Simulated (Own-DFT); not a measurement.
# Computed records: SiC (4H silicon carbide, atoms displaced)

Computed with Own-DFT development build. A calculation, not a measurement: plane-wave PBE density functional theory by an unreviewed code, no spin, of a simulated periodic cell, stress positive in tension, free energy of the whole cell less one offset for each atom, forces on such cells passed a denser k mesh, this cell's mesh not checked; offsets are fitted by least squares, one for each functional and potential file, so energies compare only between cells with the same atoms and settings and are not formation energies; the far tail of each file's local potential was reset to the Coulomb form; each entry is a single point on an unrelaxed cell, so the pressure reflects the starting lattice, mostly measured values (interpolated for alloys), from which strain is counted, and rises with the displacements; printed positions are rounded, which can move forces by about a meV/angstrom; the program, named Own-DFT, is a retired in-house code; no spin-orbit coupling.

Common to all runs: functional PBE; potential files PseudoDojo norm-conserving, scalar-relativistic, standard set; wave cutoff 42 hartree; occupations Fermi-Dirac; smearing width 0.1 eV; hardware one NVIDIA H200; k mesh 3 x 3 x 3 centred on Gamma.

(1) SiC (4H silicon carbide, atoms displaced)

```cif
# cell vector a (Å): 12.3308 0.0000 0.0000
# cell vector b (Å): -6.1654 10.6788 0.0000
# cell vector c (Å): 0.0000 0.0000 10.0681
data_SiC
_symmetry_space_group_name_H-M 'P 1'
_symmetry_Int_Tables_number 1
_cell_length_a 12.3308
_cell_length_b 12.3308
_cell_length_c 10.0681
_cell_angle_alpha 90.000
_cell_angle_beta 90.000
_cell_angle_gamma 120.000
_cell_volume 1325.75
loop_
_atom_site_label
_atom_site_type_symbol
_atom_site_fract_x
_atom_site_fract_y
_atom_site_fract_z
_atom_site_occupancy
Si1 Si 0.01487 0.01328 0.39615 1
Si2 Si 0.07040 0.16582 0.15717 1
C1 C 0.99811 0.98348 0.09100 1
C2 C 0.09326 0.15888 0.35047 1
Si3 Si 0.01658 0.25310 0.40229 1
Si4 Si 0.09105 0.42170 0.14851 1
C3 C 0.99306 0.26444 0.09355 1
C4 C 0.07920 0.41028 0.34783 1
Si5 Si 0.00986 0.51038 0.40469 1
Si6 Si 0.08088 0.66475 0.17776 1
C5 C 0.99160 0.49249 0.09852 1
C6 C 0.08726 0.66200 0.36444 1
Si7 Si 0.00562 0.76010 0.40961 1
Si8 Si 0.07815 0.91926 0.16496 1
C7 C 0.00865 0.74928 0.09494 1
C8 C 0.07528 0.90499 0.35687 1
Si9 Si 0.24876 0.99768 0.39655 1
Si10 Si 0.35640 0.16967 0.16450 1
C9 C 0.24419 0.99431 0.09973 1
C10 C 0.34271 0.15650 0.33067 1
Si11 Si 0.25730 0.25347 0.39521 1
Si12 Si 0.32579 0.41051 0.13250 1
C11 C 0.25990 0.24989 0.09969 1
C12 C 0.33501 0.40096 0.33847 1
Si13 Si 0.24640 0.49742 0.40040 1
Si14 Si 0.33184 0.66921 0.16779 1
C13 C 0.25379 0.50238 0.09148 1
C14 C 0.32157 0.66256 0.34567 1
Si15 Si 0.24845 0.75683 0.42400 1
Si16 Si 0.33941 0.90430 0.18275 1
C15 C 0.24938 0.74958 0.08733 1
C16 C 0.33003 0.91513 0.33654 1
Si17 Si 0.48379 0.99501 0.40916 1
Si18 Si 0.58029 0.15045 0.16790 1
C17 C 0.50936 0.00552 0.09314 1
C18 C 0.58194 0.16625 0.34524 1
Si19 Si 0.50335 0.25215 0.39874 1
Si20 Si 0.57816 0.41966 0.15788 1
C19 C 0.49010 0.25354 0.08255 1
C20 C 0.58220 0.40992 0.33861 1
Si21 Si 0.49653 0.49456 0.40574 1
Si22 Si 0.58041 0.66595 0.13648 1
C21 C 0.49884 0.50300 0.08477 1
C22 C 0.58231 0.66911 0.33523 1
Si23 Si 0.49211 0.74073 0.39642 1
Si24 Si 0.58815 0.90895 0.14867 1
C23 C 0.50939 0.75375 0.09057 1
C24 C 0.57475 0.90460 0.34213 1
Si25 Si 0.75447 0.99826 0.41547 1
Si26 Si 0.82885 0.17317 0.16238 1
C25 C 0.74733 0.99567 0.09650 1
C26 C 0.82013 0.16237 0.34379 1
Si27 Si 0.76922 0.24667 0.42949 1
Si28 Si 0.84134 0.42037 0.15572 1
C27 C 0.75535 0.26216 0.08922 1
C28 C 0.83322 0.42581 0.34529 1
Si29 Si 0.75680 0.51053 0.39595 1
Si30 Si 0.83132 0.65874 0.15563 1
C29 C 0.75774 0.49331 0.09940 1
C30 C 0.85415 0.67764 0.34342 1
Si31 Si 0.72996 0.74103 0.40704 1
Si32 Si 0.83516 0.90581 0.17592 1
C31 C 0.75042 0.75196 0.09858 1
C32 C 0.81972 0.92019 0.33688 1
Si33 Si 0.01114 0.00374 0.90984 1
Si34 Si 0.91947 0.84234 0.64126 1
C33 C 0.00099 0.01090 0.58292 1
C34 C 0.91447 0.83855 0.83202 1
Si35 Si 0.00344 0.74593 0.88688 1
Si36 Si 0.90736 0.58758 0.66347 1
C35 C 0.98336 0.74009 0.59643 1
C36 C 0.91451 0.56960 0.85196 1
Si37 Si 0.99091 0.49538 0.89623 1
Si38 Si 0.93834 0.34262 0.65086 1
C37 C 0.99425 0.50372 0.60097 1
C38 C 0.91215 0.32715 0.84838 1
Si39 Si 0.98979 0.23830 0.89705 1
Si40 Si 0.91852 0.09192 0.66300 1
C39 C 0.97267 0.23662 0.61293 1
C40 C 0.91020 0.07907 0.84080 1
Si41 Si 0.74073 0.99547 0.90789 1
Si42 Si 0.66201 0.81965 0.65666 1
C41 C 0.75040 0.98662 0.59789 1
C42 C 0.66794 0.82546 0.84296 1
Si43 Si 0.75012 0.74886 0.90488 1
Si44 Si 0.66323 0.58046 0.65721 1
C43 C 0.74414 0.72858 0.59487 1
C44 C 0.66158 0.59063 0.84361 1
Si45 Si 0.75381 0.51186 0.92559 1
Si46 Si 0.67669 0.34101 0.66100 1
C45 C 0.74768 0.50176 0.59224 1
C46 C 0.67809 0.33667 0.84643 1
Si47 Si 0.74771 0.26041 0.90094 1
Si48 Si 0.68447 0.10630 0.68303 1
C47 C 0.75293 0.26796 0.58107 1
C48 C 0.67635 0.08505 0.84821 1
Si49 Si 0.49495 0.98389 0.91077 1
Si50 Si 0.40352 0.82594 0.65524 1
C49 C 0.48728 0.98530 0.59568 1
C50 C 0.41344 0.83071 0.83293 1
Si51 Si 0.51309 0.74522 0.91461 1
Si52 Si 0.42331 0.57889 0.66150 1
C51 C 0.51739 0.75979 0.58811 1
C52 C 0.42689 0.59505 0.82928 1
Si53 Si 0.49057 0.48549 0.91381 1
Si54 Si 0.39766 0.33866 0.65367 1
C53 C 0.49240 0.49830 0.58216 1
C54 C 0.42652 0.33904 0.84577 1
Si55 Si 0.50805 0.26375 0.90748 1
Si56 Si 0.41027 0.08608 0.64912 1
C55 C 0.50670 0.25866 0.58970 1
C56 C 0.40928 0.08415 0.84534 1
Si57 Si 0.23889 0.98688 0.90421 1
Si58 Si 0.16149 0.84111 0.66388 1
C57 C 0.24051 0.98334 0.58207 1
C58 C 0.15661 0.82585 0.83393 1
Si59 Si 0.24807 0.75469 0.89660 1
Si60 Si 0.16915 0.58779 0.66236 1
C59 C 0.26087 0.73958 0.62218 1
C60 C 0.16319 0.58513 0.83815 1
Si61 Si 0.24042 0.49286 0.87113 1
Si62 Si 0.16838 0.33060 0.66539 1
C61 C 0.25222 0.49261 0.60132 1
C62 C 0.17008 0.33532 0.84448 1
Si63 Si 0.23838 0.24779 0.88906 1
Si64 Si 0.17672 0.07955 0.65757 1
C63 C 0.26225 0.26210 0.57825 1
C64 C 0.15166 0.06899 0.82988 1
```

* free energy of cell above offsets: 21.659 eV
* pressure: 11.17 GPa
* stress xx: -7.39 GPa
* stress yy: -13.32 GPa
* stress zz: -12.81 GPa
* stress yz: 0.58 GPa
* stress xz: 0.51 GPa
* stress xy: 0.31 GPa
* wall time: 552.7 s

Force:
```csv
element,x (eV/Å),y (eV/Å),z (eV/Å)
Si,-2.477,-7.584,3.945
Si,2.597,0.42,-1.186
C,-3.655,3.568,0.96
C,-1.956,6.309,-3.312
Si,-2.916,-2.542,1.519
Si,-1.585,0.748,0.951
C,2.528,-3.903,-0.572
C,0.69,1.827,-1
Si,-2.406,-5.857,2.573
Si,0.781,-0.025,-3.528
C,3.867,3.376,-1.315
C,-0.827,5.554,-1.892
Si,0.878,-6.213,2.806
Si,4.633,-2.756,-0.416
C,-1.985,0.049,-0.33
C,0.5,7.064,-3.335
Si,-0.414,-0.345,0.219
Si,-5.877,-3.477,-4.741
C,1.31,0.57,0.103
C,-2.258,1.249,5.491
Si,1.791,-3.492,0.517
Si,1.045,1.233,3.253
C,-2.502,-2.652,-2.387
C,-2.089,5.586,-2.191
Si,1.54,-1.288,1.444
Si,0.251,-0.614,-4.128
C,-0.607,0.59,-1.204
C,0.745,0.521,1.419
Si,1.855,-1.461,0.076
Si,-1.116,0.846,-13.34
C,0.452,-0.4,2.162
C,-1.798,-1.202,10.02
Si,4.74,1.266,0.836
Si,0.401,5.279,-1.562
C,-0.377,-4.631,0.036
C,1.059,-1.095,1.343
Si,1.312,-0.998,2.223
Si,1.59,-1.082,-1.031
C,4.966,2.447,1.041
C,-0.652,3.155,0.369
Si,0.5,0.471,-2.22
Si,1.849,-0.004,3.499
C,0.019,-0.685,2.294
C,-1.425,-3.523,-1.454
Si,0.473,1.696,2.301
Si,-1.42,2.599,3.062
C,-2.7,-1.94,0.362
C,-0.621,1.717,-0.441
Si,-4.193,0.252,-0.163
Si,-0.455,-1.026,-1.973
C,2.12,1.466,-0.636
C,5.138,-1.072,0.278
Si,-4.655,2.148,-8.915
Si,-1.483,-2.59,2.834
C,-0.952,-2.782,0.744
C,3.193,-1.434,-0.077
Si,-0.32,-1.036,1.962
Si,1.128,2.353,0.221
C,-4.231,1.527,0.487
C,-4.816,-1.914,-1.193
Si,4.255,2.102,0.571
Si,-1.51,1.426,-6.945
C,1.072,-2.121,-1.41
C,4.222,-1.38,4.831
Si,-4.987,-3.226,-0.589
Si,-1.48,-0.854,1.411
C,1.404,-0.105,0.631
C,1.486,-0.911,1.04
Si,-3.739,-1.005,3.92
Si,0.966,-2.905,-0.332
C,2.737,3.754,-0.572
C,-4.681,4.195,-2.196
Si,4.649,-1.605,3.207
Si,-7.734,3.394,3.074
C,2.3,1.207,-1.281
C,0.715,1.188,-2.119
Si,-0.611,1.852,2.385
Si,0.465,-7.448,-0.732
C,7.403,2.861,-5.65
C,1.541,-0.707,2.334
Si,3.273,-0.73,0.931
Si,2.32,2.037,0.502
C,-0.249,2.668,0.949
C,-0.956,1.988,0.279
Si,1.165,1.537,0.771
Si,-0.086,-3.225,0.414
C,-1.189,5.676,-1.958
C,1.497,-2.872,1.196
Si,0.054,-1.407,-3.613
Si,-2.618,0.303,-1.302
C,-0.208,-0.04,0.082
C,-5.496,2.769,-1.335
Si,4.699,-3.569,3.793
Si,-0.771,-3.199,-7.519
C,1.618,-1.523,10.04
C,-3.365,0.682,3.265
Si,-1.406,3.18,-1.453
Si,9.767,5.061,1.199
C,-0.717,3.351,-0.346
C,1.144,-0.634,3.435
Si,-3.357,0.528,-3.073
Si,-1.392,2.641,-4.448
C,-5.25,-4.02,-1.076
C,-0.704,-3.594,4.885
Si,-0.135,5.189,-3.184
Si,8.951,2.286,1.831
C,1.846,0.07,2.292
C,-3.63,-2.559,-2.991
Si,1.1,-3.763,-1.458
Si,2.399,-0.345,1.066
C,-1.563,-0.975,0.472
C,0.777,-0.275,-0.391
Si,1.096,2.506,2.17
Si,0.596,-4.267,-2.852
C,0.349,3.893,-0.052
C,2.249,1.869,1.89
Si,1.618,-1.273,1.535
Si,-0.813,-4.504,-1.451
C,-8.989,-0.046,-6.593
C,-0.62,-0.862,2.11
Si,1.499,5.675,4.193
Si,-1.025,-0.63,-3.456
C,-1.52,0.99,-0.863
C,-2.365,-2.897,-0.875
Si,5.122,-1.891,4.229
Si,-2.792,0.235,-3.901
C,-5.067,-5.319,0.712
C,3.488,3.311,1.564
```

(2) SiC (4H silicon carbide, atoms displaced)

```cif
# cell vector a (Å): 12.3308 0.0000 0.0000
# cell vector b (Å): -6.1654 10.6788 0.0000
# cell vector c (Å): 0.0000 0.0000 10.0681
data_SiC
_symmetry_space_group_name_H-M 'P 1'
_symmetry_Int_Tables_number 1
_cell_length_a 12.3308
_cell_length_b 12.3308
_cell_length_c 10.0681
_cell_angle_alpha 90.000
_cell_angle_beta 90.000
_cell_angle_gamma 120.000
_cell_volume 1325.75
loop_
_atom_site_label
_atom_site_type_symbol
_atom_site_fract_x
_atom_site_fract_y
_atom_site_fract_z
_atom_site_occupancy
Si1 Si 0.99393 0.99963 0.41476 1
Si2 Si 0.09103 0.16295 0.17802 1
C1 C 0.98218 0.97678 0.07632 1
C2 C 0.08748 0.17070 0.32988 1
Si3 Si 0.00212 0.24689 0.40943 1
Si4 Si 0.09793 0.42902 0.14165 1
C3 C 0.00220 0.24410 0.09944 1
C4 C 0.07554 0.41936 0.34373 1
Si5 Si 0.99323 0.48491 0.42843 1
Si6 Si 0.10017 0.66734 0.16406 1
C5 C 0.00203 0.49838 0.08256 1
C6 C 0.08995 0.67829 0.35810 1
Si7 Si 0.99965 0.74883 0.41529 1
Si8 Si 0.06881 0.90186 0.15355 1
C7 C 0.00776 0.75107 0.10577 1
C8 C 0.08493 0.91173 0.33810 1
Si9 Si 0.23111 0.99853 0.40692 1
Si10 Si 0.35189 0.16941 0.15542 1
C9 C 0.24881 0.00003 0.08063 1
C10 C 0.33493 0.16509 0.35447 1
Si11 Si 0.24246 0.25143 0.40464 1
Si12 Si 0.33277 0.41559 0.15489 1
C11 C 0.23347 0.24310 0.10138 1
C12 C 0.32483 0.40684 0.35515 1
Si13 Si 0.26638 0.50299 0.41483 1
Si14 Si 0.34020 0.65701 0.14565 1
C13 C 0.25057 0.51322 0.08983 1
C14 C 0.32434 0.67350 0.34220 1
Si15 Si 0.25704 0.76600 0.41783 1
Si16 Si 0.32345 0.91338 0.14442 1
C15 C 0.26328 0.76054 0.09490 1
C16 C 0.32916 0.91351 0.36834 1
Si17 Si 0.48463 0.98015 0.40504 1
Si18 Si 0.57396 0.16039 0.14554 1
C17 C 0.49697 0.00913 0.08812 1
C18 C 0.60058 0.17825 0.33964 1
Si19 Si 0.51192 0.26378 0.40307 1
Si20 Si 0.59564 0.41653 0.15696 1
C19 C 0.50584 0.25419 0.07007 1
C20 C 0.59851 0.42091 0.35372 1
Si21 Si 0.50472 0.49975 0.40658 1
Si22 Si 0.60321 0.67805 0.14929 1
C21 C 0.52135 0.50669 0.10042 1
C22 C 0.57456 0.65288 0.36647 1
Si23 Si 0.49555 0.74929 0.41394 1
Si24 Si 0.57555 0.91673 0.15547 1
C23 C 0.50460 0.75115 0.08586 1
C24 C 0.59701 0.93231 0.34730 1
Si25 Si 0.75061 0.99611 0.39192 1
Si26 Si 0.84170 0.17384 0.14022 1
C25 C 0.74338 0.01041 0.10636 1
C26 C 0.83153 0.17027 0.34554 1
Si27 Si 0.74449 0.25638 0.40259 1
Si28 Si 0.83295 0.42114 0.14506 1
C27 C 0.74814 0.24920 0.08523 1
C28 C 0.84534 0.44062 0.34208 1
Si29 Si 0.75783 0.49804 0.40113 1
Si30 Si 0.83146 0.66769 0.16935 1
C29 C 0.74489 0.50284 0.07584 1
C30 C 0.81557 0.65405 0.33639 1
Si31 Si 0.73323 0.74664 0.41826 1
Si32 Si 0.83408 0.93496 0.16660 1
C31 C 0.74539 0.75667 0.09154 1
C32 C 0.83839 0.91067 0.34277 1
Si33 Si 0.00357 0.00838 0.91557 1
Si34 Si 0.90204 0.83051 0.63937 1
C33 C 0.01390 0.00285 0.59149 1
C34 C 0.91607 0.83139 0.85476 1
Si35 Si 0.98796 0.73878 0.89399 1
Si36 Si 0.91692 0.58800 0.65856 1
C35 C 0.98919 0.74291 0.61173 1
C36 C 0.91828 0.58843 0.84169 1
Si37 Si 0.99691 0.48516 0.90525 1
Si38 Si 0.92138 0.33334 0.66606 1
C37 C 0.99151 0.48235 0.59397 1
C38 C 0.91620 0.33479 0.84123 1
Si39 Si 0.01692 0.26224 0.89704 1
Si40 Si 0.90995 0.07264 0.64716 1
C39 C 0.98593 0.23161 0.59047 1
C40 C 0.91856 0.08325 0.84531 1
Si41 Si 0.74157 0.98236 0.88863 1
Si42 Si 0.66819 0.81425 0.64389 1
C41 C 0.74698 0.99964 0.59186 1
C42 C 0.67445 0.82868 0.83352 1
Si43 Si 0.73548 0.74434 0.90421 1
Si44 Si 0.66658 0.57896 0.65883 1
C43 C 0.74702 0.75123 0.59852 1
C44 C 0.67096 0.58771 0.83744 1
Si45 Si 0.75529 0.50776 0.90555 1
Si46 Si 0.67301 0.34553 0.64733 1
C45 C 0.75177 0.50588 0.60251 1
C46 C 0.67057 0.33022 0.82710 1
Si47 Si 0.73863 0.23602 0.90122 1
Si48 Si 0.65713 0.07416 0.65310 1
C47 C 0.74160 0.23337 0.58552 1
C48 C 0.65332 0.07772 0.83088 1
Si49 Si 0.51534 0.99697 0.91753 1
Si50 Si 0.41376 0.81990 0.64314 1
C49 C 0.51295 0.99585 0.57704 1
C50 C 0.41723 0.83799 0.83205 1
Si51 Si 0.49231 0.75718 0.91135 1
Si52 Si 0.40926 0.58847 0.65975 1
C51 C 0.49989 0.75551 0.58895 1
C52 C 0.41476 0.58762 0.85569 1
Si53 Si 0.48527 0.48385 0.90155 1
Si54 Si 0.42518 0.34807 0.66443 1
C53 C 0.49348 0.50231 0.57742 1
C54 C 0.40151 0.31866 0.84184 1
Si55 Si 0.48869 0.24808 0.89401 1
Si56 Si 0.41209 0.07906 0.65887 1
C55 C 0.51246 0.25507 0.58940 1
C56 C 0.42017 0.08293 0.85238 1
Si57 Si 0.24845 0.99328 0.90749 1
Si58 Si 0.16219 0.83846 0.65538 1
C57 C 0.23671 0.97822 0.59230 1
C58 C 0.16272 0.83373 0.84286 1
Si59 Si 0.24346 0.75136 0.90576 1
Si60 Si 0.16650 0.59058 0.64607 1
C59 C 0.24496 0.74796 0.58513 1
C60 C 0.16806 0.57545 0.84795 1
Si61 Si 0.25287 0.49877 0.88555 1
Si62 Si 0.17281 0.34333 0.65162 1
C61 C 0.24935 0.50242 0.59152 1
C62 C 0.15808 0.32920 0.85720 1
Si63 Si 0.24379 0.24867 0.91880 1
Si64 Si 0.16690 0.07746 0.65685 1
C63 C 0.25829 0.25510 0.59215 1
C64 C 0.16414 0.08352 0.84239 1
```

- free energy of cell above offsets: 19.843 eV
- pressure: 10.89 GPa
- stress xx: -8.86 GPa
- stress yy: -10.92 GPa
- stress zz: -12.88 GPa
- stress yz: 0.66 GPa
- stress xz: 0.82 GPa
- stress xy: -2.06 GPa
- wall time: 554.8 s

Force:
```csv
element,x (eV/Å),y (eV/Å),z (eV/Å)
Si,2.688,0.412,-2.601
Si,-3.827,-2.16,-12.26
C,0.704,2.232,8.068
C,-1.367,-1.466,13.03
Si,-2.541,1.152,-2.218
Si,-3.732,-4.204,3.645
C,1.962,2.28,-2.136
C,3.592,-0.774,-0.053
Si,0.191,3.232,-6.682
Si,-2.954,0.032,0.324
C,-0.007,0.782,2.033
C,0.79,-2.255,-0.634
Si,-0.883,-0.69,-1.146
Si,0.616,4.073,-0.206
C,-0.272,-4.843,-2.387
C,-4.026,-0.22,0.546
Si,5.125,0.915,0.734
Si,-3.427,-1.111,0.293
C,-0.795,0.118,4.096
C,-0.178,1.121,-1.804
Si,2.853,-2.07,1.42
Si,0.215,0.555,0.994
C,5.457,2.621,-1.413
C,2.383,3.135,-3.219
Si,-4.779,0.976,-2.796
Si,-1.647,6.376,3.407
C,3.727,-4.522,-2.864
C,3.555,-0.98,0.096
Si,-1.353,-6.067,-3.59
Si,0.856,2.726,2.438
C,0.348,-3.866,-1.443
C,-2.575,4.315,-5.308
Si,3.112,5.189,-0.435
Si,2.282,4.344,2.307
C,0.685,-4.515,1.956
C,-6.697,-3.419,-2.816
Si,0.268,-4.43,1.253
Si,-1.404,-0.526,-0.132
C,-0.242,0.367,4.084
C,-2.911,0.275,-2.815
Si,-0.272,-4.123,-1.758
Si,-5.533,-3.777,2.774
C,-3.58,-1.471,-1.142
C,-1.829,5.197,-3.967
Si,-0.126,0.13,-3.658
Si,0.771,0.997,1.235
C,0.153,0.281,2.518
C,-3.475,-5.372,-2.278
Si,1.13,3.777,2.999
Si,-2.116,0.659,3.304
C,1.019,-2.41,-2.769
C,1.55,-0.14,-1.543
Si,5.432,0.771,1.163
Si,0.818,-0.112,0.483
C,-0.34,0.324,0.099
C,2.814,-4.632,-1.712
Si,-2.79,2.661,3.13
Si,0.636,0.922,-5.567
C,2.375,0.811,4.513
C,0.228,2.857,5.374
Si,3.438,-0.619,-2.964
Si,0.784,-2.665,-3.621
C,4.9,2.582,-0.381
C,-2.088,-0.032,1.656
Si,-0.122,-1.791,-5.8
Si,4.823,1.893,4.945
C,-3.936,-1.936,-0.416
C,-2.295,0.438,-2.309
Si,1.106,4.608,3.529
Si,0.426,-3.614,0.84
C,0.421,3.158,-3.869
C,1.451,-4.302,-0.278
Si,-0.923,4.29,-0.628
Si,-1.508,-4.291,-2.679
C,-0.389,4.137,4.21
C,0.433,-3.04,1.13
Si,-9.526,-7.04,4.282
Si,0.592,0.241,2.585
C,1.886,3.995,0.972
C,-0.911,0.379,-1.184
Si,0.519,4.766,1.992
Si,-8.591,6.943,3.801
C,1.497,-2.832,-1.015
C,-4.49,-1.162,-1.148
Si,4.644,0.736,1.555
Si,-1.671,0.537,-0.993
C,4.164,-5.045,-3.639
C,-1.72,-2.378,0.953
Si,-0.131,-2.069,-3.675
Si,1.881,-3.916,0.823
C,1.133,0.578,-3.096
C,-1.692,1.052,2.716
Si,0.42,2.682,-0.668
Si,1.999,1.404,-1.284
C,0.026,4.2,1.333
C,4.081,0.036,1.442
Si,-5.177,-0.586,-3.458
Si,-2.868,4.633,2.299
C,-4.993,-2.177,2.503
C,-0.382,-0.993,1.587
Si,2.109,-0.723,-2.789
Si,2.399,-0.046,-0.473
C,2.882,-3.237,1.527
C,2.018,-0.526,-2.581
Si,2.1,3.122,1.781
Si,0.11,-2.928,-3.73
C,0.903,0.884,6.268
C,-1.204,2.79,0.685
Si,4.233,-0.321,-0.904
Si,1.906,0.214,-0.749
C,-2.988,-0.363,0.813
C,-0.6,-1.502,-1.774
Si,-0.546,1.842,-2.312
Si,0.533,-6.358,2.886
C,-0.214,8.302,-1.568
C,0.115,-1.216,-0.411
Si,1.502,-0.465,-0.373
Si,-0.308,-2.476,1.727
C,0.244,0.594,4.668
C,-2.429,2.061,-2.323
Si,-1.361,-0.501,3.718
Si,-0.358,-4.222,0.693
C,-0.459,1.036,1.644
C,9.004,5.294,-4.838
Si,-0.484,-2.026,-1.378
Si,1.238,2.189,1.13
C,-1.05,-0.809,0.626
C,0.834,0.132,1.034
```
